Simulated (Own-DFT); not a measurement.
# How strain changes the stress of 2H SiC, 72 atoms (C36Si36)

The numbers are computed, not measured, by runs of the plane-wave DFT program Own-DFT (in-house, retired, unreviewed) at fixed positions, with no spin and no spin-orbit coupling.

Common settings: PBE; PseudoDojo norm-conserving scalar-relativistic files; cutoff 42 hartree; 4 x 4 x 3 k mesh centred on Gamma; Fermi-Dirac smearing of 0.1 eV.

Known weak points: forces on such cells passed a denser k mesh, each cell not checked; stress not checked against mesh or cutoff.

Unstrained cell vectors in Å: (9.248, 0.000, 0.000); (-4.624, 8.009, 0.000); (0.000, 0.000, 10.068). The unstrained cell has measured lattice constants (interpolated for alloys), not those of this functional. That, the random moves and any unrelaxed bonds set the pressure at no strain. The cell is deformed uniformly in each run, and the atoms keep their fractional places. All atoms carry random offsets, Gaussian with a width of 0.05 Å per axis. Stress is counted positive in tension, P = -(s_xx + s_yy + s_zz)/3, and strain components are those of the symmetric tensor.

```
run,e_xx (%),e_yy (%),e_zz (%),e_yz (%),e_xz (%),e_xy (%),s_xx (GPa),s_yy (GPa),s_zz (GPa),s_yz (GPa),s_xz (GPa),s_xy (GPa),P (GPa),E (meV/atom)
1,1.22,-0.13,-0.91,1.16,-1.59,0.64,1.74,-3.59,-14.32,3.18,-6.04,4.00,5.39,33.8
2,0.02,-1.76,1.03,-0.38,-0.23,0.80,-4.45,-15.66,-1.91,-1.89,-1.44,3.53,7.34,25.0
3,1.63,-1.51,0.13,-1.46,-1.08,0.24,3.22,-10.75,-7.77,-4.68,-4.14,-0.12,5.10,27.9
4,-0.95,-1.71,-1.94,-1.11,1.47,0.79,-14.20,-16.94,-20.82,-3.61,5.99,3.79,17.32,62.8
5,1.17,1.97,-1.15,1.52,-0.13,1.96,3.59,6.19,-13.77,4.84,-0.02,7.95,1.33,31.8
6,-1.58,-0.27,-0.62,-0.18,1.37,0.83,-15.81,-7.81,-10.84,-0.87,4.23,4.90,11.48,31.3
7,-1.29,-1.72,-0.85,-0.26,-1.75,0.97,-14.33,-14.89,-14.58,-1.79,-5.62,3.18,14.60,28.6
8,-1.34,-0.04,0.72,-1.49,1.61,0.31,-13.13,-4.02,-3.54,-4.26,4.88,2.67,6.89,21.4
9,-0.52,-0.33,-1.07,-0.42,0.63,-0.95,-7.02,-8.56,-14.48,-2.02,2.49,-4.16,10.02,30.2
10,-0.87,1.24,-0.63,-1.33,-1.07,0.28,-7.46,2.55,-13.28,-4.58,-2.19,1.02,6.06,19.4
11,1.37,0.99,1.23,-0.34,0.75,0.30,3.79,3.90,-0.19,-0.60,2.15,0.54,-2.50,2.1
12,1.62,-0.91,1.45,-0.50,-0.37,-0.96,4.68,-5.50,0.27,-1.79,-1.01,-4.26,0.18,0.0
13,-1.22,-0.91,1.40,1.87,0.35,1.30,-10.41,-9.75,0.13,5.70,1.69,5.45,6.68,7.0
14,0.88,-1.31,-0.99,-1.59,-0.92,0.80,-2.75,-10.17,-13.77,-5.96,-2.61,3.73,8.90,30.4
15,-1.89,1.43,1.59,1.86,0.26,1.54,-11.82,2.49,0.66,5.91,1.38,5.53,2.89,30.5
16,-1.75,-0.14,-1.69,-1.80,1.27,-1.62,-14.51,-7.83,-21.02,-7.16,4.30,-8.21,14.45,45.0
17,1.70,0.99,-1.20,-1.35,-0.99,-1.73,4.49,1.62,-14.64,-4.77,-3.20,-6.91,2.84,42.5
18,-0.80,0.45,1.84,0.77,0.42,1.77,?,?,?,?,?,?,?,?
```

The last column gives the free energy per atom over the lowest of the runs shown.

## Analysis

Each stress component was fitted by least squares to a constant and the strains of the runs shown, as fractions, with shears doubled. Shear strains stay in the fit of a normal stress only where such slopes are resolved. The slopes, in GPa:

```
stress  at no strain  per e_xx  per e_yy  per e_zz  scatter
  s_xx          -4.5  549 ± 21  112 ± 24   77 ± 24     1.14
  s_yy          -4.2  105 ± 21  560 ± 23   74 ± 24     1.13
  s_zz          -8.3   30 ± 18   17 ± 20  616 ± 20     0.95
```

The slope of each shear stress on twice its own strain, from a fit on all six strains: yz 153 ± 5, xz 162 ± 9, xy 219 ± 16 GPa. These are stiffnesses along x, y and z of the frame in which the cell vectors are given, with the crystal's c axis along z: C11, C12, C13 and C33. Hexagonal symmetry asks that xx and yy behave alike, which is a second check on the noise. No internal relaxation is included, and where it is allowed it would reduce some of the slopes. The table should be nearly symmetric about its diagonal, and what it lacks of that shows the noise. A ninth of the table's sum, 238 ± 4 GPa, estimates the bulk modulus near the mean pressure of these runs, 7.0 GPa, so it lies above the value at zero pressure.

## Prediction

Q: what normal stresses and pressure should run 18 give?

From the fit: s_xx = -7.0, s_yy = -1.1, s_zz = 2.9 and P = 1.7 GPa. Computed: -7.86, -2.76, 3.46 and P = 2.39 GPa.
